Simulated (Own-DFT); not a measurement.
# Response to strain: zincblende GaP, 64 atoms (Ga32P32)

The numbers are computed, not measured, by runs of the plane-wave DFT program Own-DFT (in-house, retired, unreviewed) at fixed positions, with no spin and no spin-orbit coupling.

All runs used: PBE; PseudoDojo norm-conserving scalar-relativistic files; cutoff 42 hartree; 3 x 3 x 3 k mesh centred on Gamma; Fermi-Dirac smearing of 0.1 eV.

Limits: forces on such cells passed a denser k mesh, each cell not checked; stress not checked against mesh or cutoff.

Unstrained cell vectors in Å: (10.901, 0.000, 0.000); (0.000, 10.901, 0.000); (0.000, 0.000, 10.901). The unstrained cell has measured lattice constants (interpolated for alloys), not those of this functional. That, the random moves and any unrelaxed bonds set the pressure at no strain. In each run the cell takes a homogeneous strain; fractional positions stay. Random moves of width 0.05 Å per axis were added to every atom. Stress is counted positive in tension, P = -(s_xx + s_yy + s_zz)/3, and strain components are those of the symmetric tensor.

| run | e_xx (%) | e_yy (%) | e_zz (%) | e_yz (%) | e_xz (%) | e_xy (%) | s_xx (GPa) | s_yy (GPa) | s_zz (GPa) | s_yz (GPa) | s_xz (GPa) | s_xy (GPa) | P (GPa) | E (meV/atom) |
|---|---|---|---|---|---|---|---|---|---|---|---|---|---|---|
| 1 | -1.62 | -1.53 | -0.70 | -0.48 | -1.22 | 0.43 | -7.44 | -7.17 | -6.66 | -0.85 | -2.30 | 1.27 | 7.09 | 31.6 |
| 2 | -1.71 | -1.39 | 0.44 | -0.53 | -1.61 | -0.75 | -6.64 | -6.41 | -4.95 | -1.67 | -3.06 | -2.05 | 6.00 | 26.5 |
| 3 | -1.55 | 1.29 | -0.25 | -1.68 | -0.47 | 1.80 | -5.30 | -3.38 | -4.32 | -3.14 | -1.00 | 4.30 | 4.33 | 30.4 |
| 4 | 0.08 | 1.42 | 1.11 | -1.11 | 1.37 | -0.37 | -1.81 | -0.91 | -1.07 | -2.38 | 2.48 | 0.07 | 1.26 | 3.0 |
| 5 | 1.09 | 0.51 | 0.91 | -1.81 | -1.41 | -1.61 | -1.33 | -1.82 | -1.38 | -3.47 | -2.35 | -2.86 | 1.51 | 11.2 |
| 6 | -1.58 | -1.98 | 1.72 | -0.66 | -1.42 | 1.16 | -5.81 | -6.20 | -3.42 | -1.37 | -2.70 | 1.89 | 5.14 | 24.6 |
| 7 | 0.91 | -1.71 | 1.41 | -1.92 | -1.80 | 0.86 | -2.67 | -4.40 | -2.34 | -3.43 | -3.08 | 1.69 | 3.14 | 18.5 |
| 8 | 1.55 | -1.09 | 1.78 | -0.54 | -1.28 | 0.57 | -0.96 | -2.60 | -0.83 | -1.07 | -2.24 | 0.78 | 1.46 | 0.0 |
| 9 | -0.77 | 0.58 | -1.18 | 1.54 | 1.84 | 0.86 | -5.05 | -4.10 | -5.39 | 2.25 | 3.21 | 1.67 | 4.84 | 28.9 |
| 10 | 1.77 | 0.22 | -1.89 | 1.50 | 1.54 | 0.02 | -2.47 | -3.62 | -4.93 | 3.35 | 3.13 | 0.10 | 3.67 | 30.1 |
| 11 | 0.36 | -1.54 | -0.20 | 0.56 | -1.82 | 1.92 | -4.36 | -5.72 | -4.73 | 1.88 | -4.17 | 3.21 | 4.94 | 30.0 |
| 12 | -1.83 | 0.16 | 1.89 | -1.22 | -0.35 | -0.43 | -4.46 | -3.24 | -1.77 | -2.26 | -0.71 | -1.35 | 3.16 | 8.1 |
| 13 | -1.41 | -1.36 | 0.11 | 1.42 | 1.21 | 1.06 | -6.50 | -6.47 | -5.41 | 1.75 | 2.85 | 2.73 | 6.12 | 31.6 |
| 14 | 1.11 | 1.24 | 1.49 | 0.78 | -1.91 | -0.55 | -0.32 | -0.33 | -0.12 | 0.84 | -2.62 | -0.85 | 0.25 | 3.0 |
| 15 | -0.62 | -1.17 | 0.78 | -1.87 | -0.99 | 1.27 | -4.53 | -4.98 | -3.52 | -3.43 | -1.87 | 2.16 | 4.34 | 13.1 |
| 16 | -1.25 | -1.53 | 1.23 | -1.16 | -0.17 | 1.39 | ? | ? | ? | ? | ? | ? | ? | ? |

E is the free energy per atom, counted from the lowest run shown.

## Analysis

Least squares on the runs shown: each stress against a constant and the strains, taken as fractions with shears doubled. Shear strains stay in the fit of a normal stress only where such slopes are resolved. The slopes, in GPa:

| stress | at no strain | per e_xx | per e_yy | per e_zz | scatter |
|---|---|---|---|---|---|
| s_xx | -3.7 | 134 ± 3 | 66 ± 3 | 74 ± 3 | 0.13 |
| s_yy | -3.7 | 66 ± 3 | 131 ± 3 | 72 ± 3 | 0.14 |
| s_zz | -3.6 | 62 ± 3 | 65 ± 3 | 142 ± 3 | 0.14 |

The slope of each shear stress on twice its own strain, from a fit on all six strains: yz 85 ± 6, xz 93 ± 6, xy 100 ± 8 GPa. These are stiffnesses along x, y and z of the frame in which the cell vectors are given, which need not be the crystal's axes. These are clamped-ion slopes: internal relaxation, where symmetry allows it, would soften some. Symmetry asks for nearly equal slopes across the diagonal; the mismatch is a measure of noise. A ninth of the table's sum, 90 ± 2 GPa, estimates the bulk modulus near the mean pressure of these runs, 3.8 GPa, so it lies above the value at zero pressure.

## Withheld run

The question: what normal stresses and pressure should run 16 give?

The fitted form gives s_xx = -5.5, s_yy = -5.7, s_zz = -3.7 and P = 4.9 GPa. DFT gave -5.36, -5.53, -3.48 and P = 4.79 GPa.
